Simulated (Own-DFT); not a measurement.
## Calculated data, HfO$_{2}$ (monoclinic hafnia, atoms displaced)

Computed with Own-DFT development build. A calculation, not a measurement: plane-wave PBE density functional theory by an unreviewed code, no spin, of a simulated periodic cell, stress positive in tension, free energy of the whole cell less one offset for each atom, hafnium file: forces about 75 meV/angstrom off all-electron values; oxygen file: force components 24 meV/angstrom off all-electron in one glass; forces on such cells passed a denser k mesh, this cell's mesh not checked; offsets are fitted by least squares, one for each functional and potential file, so energies compare only between cells with the same atoms and settings and are not formation energies; the far tail of each file's local potential was reset to the Coulomb form; each entry is a single point on an unrelaxed cell, so the pressure reflects the starting lattice, mostly measured values, from which strain is counted, and rises with the displacements; printed positions are rounded, which can move forces by about a meV/angstrom; the program is a retired in-house code; no spin-orbit coupling; before rounding, a Quantum ESPRESSO 7.3.1 run of the same cell and cutoff gave forces within 1 meV/angstrom rms on each cell, which checks the program and not the settings.

Settings shared by all entries: functional PBE; potential files PseudoDojo norm-conserving, scalar-relativistic, standard set; wave cutoff 72 hartree; occupations Fermi-Dirac; smearing width 0.1 eV; k mesh 2 x 2 x 2 centred on Gamma.

(1) HfO$_{2}$ (monoclinic hafnia, atoms displaced)

```xyz
96
Lattice="10.2340 0.0000 0.0000 0.0000 10.3500 0.0000 -1.6955 0.0000 10.4453" Properties=species:S:1:pos:R:3 HfO2
Hf     1.1978     0.2390     1.0815
Hf     3.4254     2.7886     1.5178
Hf     3.0432     4.9699     4.1678
Hf     0.8184     2.3425     3.6868
O      0.0914     1.7132     1.8114
O      4.5961     4.3126     0.8159
O      4.2011     3.4712     3.3807
O     -0.3317     0.8668     4.4010
O      1.8882     3.9201     2.4693
O      2.7790     1.3423     0.1024
O      2.3643     1.2626     2.7305
O      1.4581     3.8526     5.1269
Hf     0.3839     0.2377     6.3553
Hf     2.6353     2.7965     6.7365
Hf     2.2131     4.9930     9.3660
Hf    -0.0112     2.3970     8.8799
O     -0.7822     1.7118     7.0622
O      3.7991     4.3341     6.0262
O      3.3474     3.4706     8.6429
O     -1.1681     0.8893     9.6778
O      1.0548     3.9337     7.7054
O      1.9476     1.3333     5.2861
O      1.5249     1.2543     7.9630
O      0.6274     3.8413    10.3569
Hf     1.2189     5.3542     1.1095
Hf     3.4527     7.9777     1.5050
Hf     3.0381    10.1491     4.1251
Hf     0.7684     7.5595     3.6859
O      0.0612     6.8994     1.7996
O      4.5963     9.4707     0.8271
O      4.1879     8.6399     3.4089
O     -0.2921     6.0123     4.4594
O      1.8733     9.1066     2.5229
O      2.8264     6.5000     0.0720
O      2.3761     6.4498     2.6940
O      1.4710     9.0362     5.1194
Hf     0.3761     5.4096     6.2910
Hf     2.6257     7.9648     6.7245
Hf     2.1715    10.1373     9.3785
Hf    -0.0423     7.5811     8.9245
O     -0.7693     6.8813     7.0558
O      3.7674     9.5073     6.0339
O      3.3393     8.6458     8.6683
O     -1.2030     6.0571     9.6460
O      1.0619     9.0560     7.7241
O      1.9784     6.5142     5.3172
O      1.5133     6.4201     7.9751
O      0.6349     9.0316    10.3363
Hf     6.3527     0.1941     1.0726
Hf     8.5847     2.8207     1.5050
Hf     8.2100     5.0355     4.1481
Hf     5.9316     2.3565     3.6511
O      5.2212     1.7086     1.8429
O      9.7231     4.3557     0.7726
O      9.2707     3.4444     3.4278
O      4.7620     0.8866     4.4423
O      7.0217     3.9420     2.5222
O      7.9335     1.3772     0.0915
O      7.5023     1.2654     2.6915
O      6.5708     3.8160     5.0759
Hf     5.5237     0.2290     6.3247
Hf     7.7081     2.7861     6.7874
Hf     7.2888     4.9957     9.3892
Hf     5.0657     2.4049     8.9076
O      4.3464     1.7054     7.0541
O      8.8858     4.3226     6.0172
O      8.4764     3.4406     8.6131
O      3.9114     0.8762     9.6649
O      6.1676     3.9262     7.7110
O      7.0364     1.3274     5.3417
O      6.6509     1.2462     7.9238
O      5.6786     3.8655    10.3268
Hf     6.3392     5.3818     1.0531
Hf     8.5790     7.9751     1.4994
Hf     8.1476    10.1477     4.1257
Hf     5.9263     7.5522     3.7014
O      5.1862     6.8763     1.8084
O      9.7400     9.4499     0.7944
O      9.2892     8.6319     3.4102
O      4.7883     6.0795     4.4337
O      7.0253     9.0890     2.5313
O      7.9089     6.5239     0.1094
O      7.4451     6.3932     2.7210
O      6.6019     9.0279     5.1071
Hf     5.5225     5.3877     6.2913
Hf     7.7119     7.9845     6.7884
Hf     7.3399    10.1494     9.3549
Hf     5.0903     7.5712     8.9478
O      4.3772     6.9160     7.0130
O      8.8955     9.4915     6.0171
O      8.4770     8.6358     8.6487
O      3.8722     6.0661     9.6323
O      6.1678     9.0941     7.7252
O      7.0473     6.5114     5.3240
O      6.6286     6.4107     7.9533
O      5.7385     9.0095    10.3385
```

It finds free energy of cell above offsets -98.035 eV; pressure 4.23 GPa; stress xx -4.44 GPa; stress yy -3.82 GPa; stress zz -4.42 GPa; stress yz -0.09 GPa; stress xz -0.29 GPa; stress xy 0.1 GPa.

Force:
```tsv
element	x (eV/Å)	y (eV/Å)	z (eV/Å)
Hf	1.052	-0.682	0.427
Hf	0.619	0.349	0.021
Hf	0.211	0.133	-0.837
Hf	-0.294	0.885	0.58
O	-0.892	0.612	-0.167
O	0.463	-0.019	-0.011
O	-0.118	0.062	0.358
O	-0.514	-0.31	0.278
O	-0.283	-0.132	0.51
O	0.363	-0.084	0.191
O	0.356	-0.03	-0.348
O	0.29	-0.276	-0.389
Hf	0.296	-0.85	-1.033
Hf	-0.347	0.418	-0.133
Hf	-1.207	-0.273	-0.119
Hf	0.083	0.579	0.904
O	-0.26	-0.062	-0.407
O	-0.356	-0.511	0.166
O	0.354	-0.398	-0.239
O	-0.901	-0.315	-0.657
O	-0.001	-0.4	0.061
O	0.138	0.324	0.956
O	0.344	-0.073	-0.419
O	-0.365	-0.058	-0.399
Hf	1.071	0.849	-0.677
Hf	-0.293	-0.578	0.523
Hf	0.017	-0.388	0.267
Hf	1.27	0.663	0.054
O	-0.305	-0.062	0.122
O	0.846	0.657	-0.134
O	0.35	-0.154	0.027
O	-0.461	0.558	-1.028
O	-0.158	0.039	-0.464
O	-0.381	0.288	0.631
O	-0.172	-0.379	0.419
O	-0.259	-0.313	-0.102
Hf	0.591	-0.707	1.335
Hf	0.102	0.263	0.245
Hf	0.244	-0.074	-0.174
Hf	0.875	-1.01	0.21
O	-0.794	0.576	-0.264
O	0.187	-0.105	0.167
O	0.568	-0.353	-0.12
O	-0.379	-0.106	-0.018
O	-0.396	0.694	-0.093
O	0.007	0.123	0.203
O	0.304	0.311	-0.641
O	-0.459	-0.102	-0.011
Hf	-0.056	0.412	0.35
Hf	-0.635	0.112	0.775
Hf	-1.559	-1.772	-0.218
Hf	0.26	0.818	0.986
O	-0.889	-0.141	-0.997
O	-0.184	-0.624	0.634
O	0.92	-0.168	-0.247
O	-0.342	-0.14	-0.155
O	-0.001	-0.141	-0.896
O	0.098	-0.426	-0.051
O	0.436	-0.383	0.075
O	0.214	0.504	0.531
Hf	-0.343	-0.415	-0.648
Hf	0.035	0.665	-1.332
Hf	0.496	-0.363	-1.043
Hf	0.053	-0.391	0.367
O	-0.477	0.389	-0.1
O	0.041	-0.135	0.425
O	-0.21	0.481	0.667
O	-0.088	0.031	-0.128
O	-0.184	-0.181	0.354
O	0.668	-0.047	-0.088
O	0.195	-0.02	0.465
O	0.45	0.037	-0.086
Hf	-0.36	-0.29	1.287
Hf	-0.462	-0.147	0.706
Hf	-0.145	0.204	0.275
Hf	-0.083	0.201	-0.198
O	-0.373	0.401	-0.188
O	0.24	0.469	-0.15
O	0.433	-0.378	0.033
O	-0.988	-0.597	-0.128
O	-0.209	0.216	-0.707
O	0.1	-0.118	-0.147
O	0.729	0.683	-0.175
O	-0.182	-0.14	0.249
Hf	0.277	-0.051	-0.024
Hf	0.298	-0.204	-1.041
Hf	-0.451	0.363	0.09
Hf	-0.731	-0.201	-0.77
O	-0.38	0.228	0.222
O	0.14	-0.105	0.466
O	-0.173	0.26	0.011
O	0.826	0.358	-0.033
O	-0.02	0.026	0.321
O	0.785	0.36	0.397
O	0.337	0.399	0.145
O	0.089	0.378	-0.048
```

(2) HfO$_{2}$ (monoclinic hafnia, atoms displaced)

```xyz
96
Lattice="10.2340 0.0000 0.0000 0.0000 10.3500 0.0000 -1.6955 0.0000 10.4453" Properties=species:S:1:pos:R:3 HfO2
Hf     1.2372     0.2342     1.0701
Hf     3.4485     2.8037     1.5280
Hf     3.0589     4.9751     4.1105
Hf     0.8124     2.4174     3.6782
O      0.0717     1.7289     1.8299
O      4.5846     4.2826     0.8069
O      4.1572     3.4499     3.4132
O     -0.3873     0.8695     4.4371
O      1.8991     3.9589     2.4877
O      2.8007     1.3114     0.0993
O      2.3796     1.2638     2.7079
O      1.4534     3.8292     5.1322
Hf     0.3949     0.2389     6.2941
Hf     2.6461     2.7644     6.7252
Hf     2.1861     4.9662     9.3635
Hf    -0.0301     2.3839     8.9175
O     -0.7821     1.7127     7.0245
O      3.7216     4.2985     6.0229
O      3.3248     3.4693     8.6343
O     -1.1327     0.8801     9.6273
O      1.0516     3.9194     7.7145
O      1.9637     1.3083     5.3369
O      1.5402     1.2541     7.9421
O      0.6292     3.8419    10.3191
Hf     1.2229     5.3507     1.0772
Hf     3.4504     7.9663     1.5372
Hf     3.0394    10.1554     4.1446
Hf     0.8206     7.5817     3.7452
O      0.0538     6.8872     1.8174
O      4.6190     9.5037     0.8100
O      4.2066     8.6513     3.3952
O     -0.3037     6.0642     4.4650
O      1.9239     9.0835     2.5212
O      2.8020     6.5018     0.0800
O      2.3872     6.4163     2.7216
O      1.4718     9.0413     5.0875
Hf     0.3643     5.3753     6.3231
Hf     2.6182     7.9167     6.7598
Hf     2.1522    10.1255     9.3298
Hf    -0.0365     7.5470     8.9224
O     -0.7450     6.9057     7.0596
O      3.7266     9.4394     6.0219
O      3.3291     8.6290     8.6619
O     -1.1982     6.0315     9.6442
O      1.0234     9.0608     7.7372
O      1.9594     6.4818     5.3192
O      1.5068     6.4528     7.9343
O      0.6321     9.0248    10.3288
Hf     6.3809     0.1840     1.0897
Hf     8.5562     2.7906     1.5239
Hf     8.1429     4.9857     4.1289
Hf     5.9482     2.3912     3.7058
O      5.1859     1.7559     1.8156
O      9.7699     4.2879     0.8029
O      9.2988     3.4357     3.4145
O      4.7881     0.8694     4.4155
O      7.0461     3.8897     2.5168
O      7.9326     1.3256     0.0956
O      7.5205     1.2764     2.7637
O      6.6162     3.8517     5.1692
Hf     5.4979     0.2096     6.3389
Hf     7.7160     2.7783     6.7372
Hf     7.2780     5.0009     9.3811
Hf     5.0667     2.3622     8.9525
O      4.3296     1.7177     7.0245
O      8.8731     4.2959     6.0413
O      8.4621     3.4525     8.6429
O      3.9320     0.8854     9.6435
O      6.1489     3.9182     7.7630
O      7.0448     1.3313     5.3187
O      6.6580     1.2795     7.9316
O      5.7071     3.8755    10.3255
Hf     6.3653     5.3800     1.0737
Hf     8.6048     7.9618     1.5143
Hf     8.1718    10.1456     4.1274
Hf     5.9458     7.5307     3.7513
O      5.2085     6.8911     1.8365
O      9.7464     9.4881     0.8176
O      9.2924     8.6232     3.4266
O      4.8146     6.0298     4.4063
O      7.0065     9.0955     2.5242
O      7.9522     6.4958     0.1129
O      7.4620     6.4115     2.7058
O      6.5865     9.0085     5.0992
Hf     5.4955     5.3801     6.3274
Hf     7.7244     7.9862     6.7389
Hf     7.3013    10.1134     9.3714
Hf     5.1062     7.5508     8.9083
O      4.3397     6.9026     7.0466
O      8.8887     9.5033     6.0113
O      8.4527     8.6164     8.6636
O      3.9803     6.0400     9.6622
O      6.1836     9.0723     7.7161
O      7.0523     6.5305     5.3034
O      6.6527     6.4506     7.9615
O      5.7131     9.0139    10.3595
```

It finds free energy of cell above offsets -98.090 eV; pressure 3.85 GPa; stress xx -3.89 GPa; stress yy -3.75 GPa; stress zz -3.9 GPa; stress yz 0.11 GPa; stress xz -0.08 GPa; stress xy -0.03 GPa.

Force:
```tsv
element	x (eV/Å)	y (eV/Å)	z (eV/Å)
Hf	0.542	-0.248	0.464
Hf	0.106	-0.616	-0.279
Hf	-0.67	0.025	0.325
Hf	-0.041	-0.548	0.577
O	-0.282	-0.036	-0.448
O	1.029	0.857	-0.068
O	0.802	-0.215	0.331
O	0.768	0.674	-0.345
O	-0.341	-0.578	0.264
O	0.311	0.46	0.243
O	-0.109	0.025	0.19
O	-0.003	-0.066	-0.641
Hf	-0.067	-0.524	0.39
Hf	-1.198	0.654	0.365
Hf	-0.112	0.033	-0.272
Hf	0.096	0.495	-0.357
O	-0.107	0.113	-0.072
O	1.35	0.804	0.039
O	0.738	-0.419	0.105
O	-1.511	-0.956	0.112
O	-0.072	0.039	0.079
O	0.017	0.282	-0.223
O	0.024	-0.124	-0.153
O	-0.271	-0.046	0.103
Hf	0.346	0.969	-0.013
Hf	0.577	0.201	-0.089
Hf	0.246	-0.403	-0.539
Hf	0.214	-0.262	-0.749
O	0.206	-0.123	0.012
O	0.246	-0.017	-0.006
O	0.385	-0.285	0.472
O	-1.333	-0.515	-0.544
O	-0.57	0.331	-0.411
O	0.111	0.077	0.375
O	-0.057	0.344	-0.031
O	-0.406	-0.302	0.334
Hf	0.461	-0.309	0.142
Hf	-0.824	0.736	-0.148
Hf	0.366	0.129	0.574
Hf	0.24	0.032	0.341
O	-1.053	0.244	-0.506
O	1.149	0.69	0.285
O	0.764	-0.465	-0.179
O	-0.361	-0.039	-0.125
O	0.007	0.536	-0.454
O	0.371	0.406	0.366
O	0.61	-0.589	0.261
O	-0.344	-0.151	0.151
Hf	-1.175	0.284	0.459
Hf	0.45	0.004	-0.038
Hf	0.675	-0.333	0.314
Hf	-0.484	-0.354	-0.081
O	0.517	-0.441	-0.113
O	-0.592	-0.262	0.113
O	0.192	0.455	0.247
O	-0.386	-0.125	0.253
O	-0.568	0.53	-0.098
O	0.183	0.123	0.314
O	-0.11	-0.064	-0.655
O	-0.59	0.084	-0.735
Hf	-0.171	-0.107	-0.878
Hf	0.25	0.318	0.621
Hf	0.756	-0.977	-0.564
Hf	0.016	0.587	-0.393
O	0.427	-0.297	0.113
O	0.399	0.485	-0.227
O	-0.005	0.096	0.126
O	-0.484	-0.518	-0.049
O	-0.193	0.376	-0.512
O	0.132	0.025	0.406
O	-0.184	-0.744	0.379
O	0.139	-0.512	0.393
Hf	-0.707	0.205	0.578
Hf	-0.372	0.115	0.679
Hf	-0.622	-0.191	0.118
Hf	-0.377	1.034	-1.472
O	-0.431	-0.112	-0.426
O	-0.028	0.143	-0.248
O	0.538	-0.37	-0.047
O	-0.883	-0.717	0.433
O	0.15	0.098	-0.445
O	0.063	0.285	0.112
O	0.667	-0.102	0.24
O	-0.12	0.255	0.617
Hf	-0.063	-0.509	0.051
Hf	0.771	0.026	-0.183
Hf	0.534	0.662	-0.211
Hf	-0.707	0.244	0.613
O	0.255	-0.398	-0.197
O	-0.022	-0.41	0.528
O	-0.023	0.083	-0.054
O	-0.749	-0.166	-0.38
O	-0.375	0.444	0.146
O	0.532	-0.334	0.83
O	0.089	-0.169	-0.454
O	0.333	-0.067	-0.471
```

(3) HfO$_{2}$ (monoclinic hafnia, atoms displaced)

```xyz
96
Lattice="10.2340 0.0000 0.0000 0.0000 10.3500 0.0000 -1.6955 0.0000 10.4453" Properties=species:S:1:pos:R:3 HfO2
Hf     1.2293     0.2053     1.0818
Hf     3.4693     2.7651     1.5472
Hf     3.0418     4.9935     4.1633
Hf     0.8222     2.3460     3.6820
O      0.0900     1.7457     1.8476
O      4.6067     4.3148     0.7606
O      4.2073     3.4447     3.3935
O     -0.3468     0.8892     4.4169
O      1.8778     3.9153     2.5021
O      2.7990     1.3479     0.0853
O      2.3858     1.2570     2.7060
O      1.4600     3.8436     5.0992
Hf     0.3815     0.2349     6.3059
Hf     2.6280     2.8253     6.7652
Hf     2.2028     4.9621     9.3759
Hf    -0.0629     2.4319     8.9343
O     -0.7398     1.7272     7.0206
O      3.7650     4.3012     5.9959
O      3.3684     3.4255     8.6581
O     -1.1934     0.8538     9.6694
O      1.0546     3.9488     7.7364
O      1.9315     1.3444     5.3427
O      1.5156     1.2668     7.9171
O      0.6547     3.8523    10.3328
Hf     1.2444     5.3790     1.0998
Hf     3.4621     7.9484     1.5457
Hf     3.0323    10.1400     4.1455
Hf     0.7970     7.5427     3.7269
O      0.1013     6.9216     1.7945
O      4.5982     9.5097     0.8139
O      4.2124     8.6099     3.3986
O     -0.3247     6.0580     4.4353
O      1.8616     9.1181     2.5246
O      2.8181     6.5183     0.0978
O      2.3765     6.4697     2.7125
O      1.4559     9.0023     5.1073
Hf     0.3524     5.3940     6.3009
Hf     2.5738     7.9434     6.7679
Hf     2.2060    10.1629     9.3517
Hf    -0.0278     7.5727     8.9295
O     -0.7826     6.8856     7.0036
O      3.7550     9.4869     6.0336
O      3.3405     8.6358     8.6089
O     -1.1981     6.0379     9.6565
O      1.0095     9.0587     7.6921
O      1.9410     6.4759     5.3336
O      1.5285     6.4473     7.9341
O      0.6093     8.9999    10.3495
Hf     6.3747     0.2263     1.1063
Hf     8.5757     2.8019     1.5276
Hf     8.1340     4.9516     4.1430
Hf     5.9558     2.3473     3.6949
O      5.1906     1.7146     1.7985
O      9.6846     4.3411     0.8244
O      9.2735     3.4685     3.4095
O      4.7772     0.8710     4.4212
O      7.0023     3.9411     2.4983
O      7.9251     1.3304     0.0918
O      7.5158     1.2320     2.7003
O      6.5509     3.8606     5.1288
Hf     5.5301     0.2198     6.2936
Hf     7.7527     2.7630     6.7350
Hf     7.2914     4.9540     9.3549
Hf     5.1009     2.3817     8.9398
O      4.3698     1.7105     7.0684
O      8.8787     4.2636     6.0258
O      8.4781     3.5110     8.6377
O      3.9581     0.8675     9.6406
O      6.1960     3.9211     7.7245
O      7.0658     1.3315     5.3238
O      6.6470     1.2397     7.9282
O      5.7313     3.8599    10.3233
Hf     6.3699     5.3911     1.0936
Hf     8.5973     7.9809     1.5337
Hf     8.1481    10.1492     4.1390
Hf     5.9284     7.5473     3.7297
O      5.2052     6.8719     1.8129
O      9.7085     9.4488     0.7512
O      9.3149     8.6353     3.4065
O      4.8033     6.0190     4.4545
O      7.0073     9.0617     2.5139
O      7.8897     6.5155     0.1308
O      7.5039     6.4251     2.7197
O      6.6294     9.0316     5.1370
Hf     5.4967     5.3683     6.3344
Hf     7.7398     7.9597     6.7433
Hf     7.2827    10.1453     9.3520
Hf     5.0974     7.5435     8.9310
O      4.3675     6.8745     7.0361
O      8.8873     9.4709     6.0052
O      8.4444     8.6501     8.6781
O      3.9206     6.0332     9.6671
O      6.1538     9.1147     7.7344
O      7.0421     6.5127     5.3323
O      6.6251     6.4543     7.9094
O      5.7587     9.0014    10.3436
```

The calculation gives: free energy of cell above offsets -98.257 eV; pressure 3.99 GPa; stress xx -4 GPa; stress yy -3.72 GPa; stress zz -4.24 GPa; stress yz 0.07 GPa; stress xz -0.14 GPa; stress xy -0.04 GPa.

Force:
```tsv
element	x (eV/Å)	y (eV/Å)	z (eV/Å)
Hf	-0.011	-0.275	-0.14
Hf	-0.097	0.918	-0.485
Hf	-0.095	-0.633	-0.711
Hf	0.103	1.065	0.638
O	-0.47	-0.34	-0.813
O	0.421	-0.332	0.837
O	0.211	0.08	0.391
O	-0.613	-0.393	0.017
O	0.088	0.213	-0.084
O	0.04	-0.144	0.263
O	0.196	-0.137	0.233
O	-0.046	-0.031	0.102
Hf	0.411	-0.652	0.098
Hf	-0.262	-0.59	-0.095
Hf	-0.057	0.149	-0.274
Hf	0.711	-0.836	0.061
O	-0.899	0.476	0.193
O	0.312	0.024	0.517
O	-0.105	0.297	-0.163
O	-0.176	0.581	-0.487
O	-0.086	-0.201	-0.124
O	0.509	-0.116	-0.262
O	0.224	-0.182	0.497
O	-0.715	-0.136	0.114
Hf	-0.14	0.298	-0.23
Hf	0.04	0.496	-0.431
Hf	-0.033	-0.499	0.097
Hf	0.316	0.554	-0.599
O	-0.173	-0.201	0.075
O	0.413	0.091	0.024
O	-0.148	0.379	0.548
O	-1.173	-0.674	-0.196
O	0.275	-0.042	-0.147
O	-0.063	-0.183	0.152
O	0.218	-0.529	0.373
O	0.066	0.07	0.097
Hf	0.628	-0.518	0.279
Hf	0.68	0.395	-0.345
Hf	-0.072	-0.231	0.077
Hf	-0.307	-0.248	0.226
O	-0.337	0.289	0.311
O	0.325	0.077	-0.125
O	0.233	-0.049	0.427
O	-0.159	0.029	-0.272
O	-0.038	0.509	0.284
O	0.395	0.259	0.111
O	0.007	-0.151	0.136
O	0.073	0.321	-0.15
Hf	-0.373	-0.952	-0.508
Hf	0.054	0.347	-0.048
Hf	-0.132	0.344	-0.23
Hf	-0.612	0.983	-0.012
O	0.236	-0.04	0.134
O	0.631	-0.036	0.022
O	0.629	-0.412	0.184
O	-0.277	-0.123	-0.249
O	-0.097	-0.585	0.097
O	0.216	0.318	0.47
O	-0.089	0.232	0.161
O	0.274	-0.639	-0.425
Hf	-0.797	-0.511	0.761
Hf	-0.58	0.436	0.202
Hf	-0.002	0.923	0.129
Hf	-0.06	-0.142	-0.389
O	-0.532	0.251	-0.561
O	0.4	0.476	-0.131
O	0.365	-0.739	-0.098
O	-0.575	-0.349	0.12
O	-0.192	-0.169	0.081
O	0.453	0.204	-0.149
O	0.492	0.397	-0.013
O	-0.031	-0.315	0.075
Hf	-0.337	0.005	0.049
Hf	-0.378	-0.377	-0.197
Hf	0.419	-0.759	-0.147
Hf	0.332	-0.087	-0.461
O	-0.513	0.352	0.176
O	1.036	0.781	0.754
O	0.144	0.155	0.283
O	-0.752	0.039	-0.532
O	-0.189	0.574	-0.058
O	0.479	-0.071	-0.334
O	0.131	-0.092	0.444
O	-0.585	-0.196	-0.348
Hf	0.355	0.216	-0.119
Hf	-0.388	0.41	0.268
Hf	0.019	-0.312	-0.11
Hf	-0.374	0.244	-0.08
O	-0.983	0.411	-0.01
O	0.494	0.339	0.267
O	0.643	-0.713	-0.643
O	-0.017	0.316	-0.543
O	-0.067	-0.187	-0.231
O	0.556	0.024	0.198
O	0.544	-0.44	0.769
O	-0.591	0.22	-0.064
```
